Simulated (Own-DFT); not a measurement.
# Shaking the atoms of grey tin, 64 atoms (Sn64)

All numbers below are calculated, not measured. The program, named Own-DFT, is a retired in-house plane-wave density functional code that no person has reviewed. Each row is one single-point run on a periodic cell that was not relaxed, without spin or spin-orbit coupling.

Settings of every run: PBE; PseudoDojo norm-conserving scalar-relativistic files; cutoff 42 hartree; 3 x 3 x 3 k mesh centred on Gamma; cold (Marzari-Vanderbilt) smearing of 0.2 eV.

Known limits: forces on such cells moved up to 12 meV/angstrom on a denser k mesh; stress not checked against mesh or cutoff.

Cell vectors in Å: (12.978, 0.000, 0.000); (0.000, 12.978, 0.000); (0.000, 0.000, 12.978). In each run every atom was moved at random and independently from its ideal site; u is the rms move along one axis. E is the free energy for each atom above the fitted value at u = 0, and F the rms of the force components.

| run | u (Å) | E (meV/atom) | F (eV/Å) | largest force (eV/Å) | P (GPa) |
|---|---|---|---|---|---|
| 1 | 0.0182 | 4.1 | 0.199 | 0.68 | 3.37 |
| 2 | 0.0203 | 5.2 | 0.218 | 0.65 | 3.38 |
| 3 | 0.0204 | ? | ? | ? | ? |
| 4 | 0.0466 | 26.8 | 0.492 | 1.42 | 3.58 |
| 5 | 0.0491 | 28.3 | 0.509 | 2.09 | 3.59 |
| 6 | 0.0920 | 101.2 | 1.009 | 3.87 | 4.25 |
| 7 | 0.0948 | 119.7 | 1.077 | 3.82 | 4.48 |
| 8 | 0.1006 | 122.3 | 1.055 | 3.90 | 4.47 |
| 9 | 0.1394 | 296.5 | 1.855 | 6.15 | 6.14 |

## Worked fit

For small independent moves the energy grows as E = (3/2) K u², with K the mean stiffness felt by one atom. The runs with u up to 0.11 Å give K = 8.2 ± 0.2 eV/Å², with residuals divided by u² + 0.0006 Å², since the noise grows with the moves. The scatter is 1.6 meV/atom at u = 0.05 Å. The forces follow F = G u with G = 10.8 eV/Å²; no force at u = 0 is resolved. G exceeds K because the moves of its neighbours add to the force on an atom, and stiffness differs between atoms. The pressure follows P = 3.33 + 117 u² GPa: at fixed volume, shortened bonds push harder than stretched ones pull.

## Withheld run

Question: what energy and rms force should run 3 give?

The fit gives 5 ± 1 meV/atom and about 0.22 eV/Å. The calculation gave 5.1 meV/atom and 0.220 eV/Å.
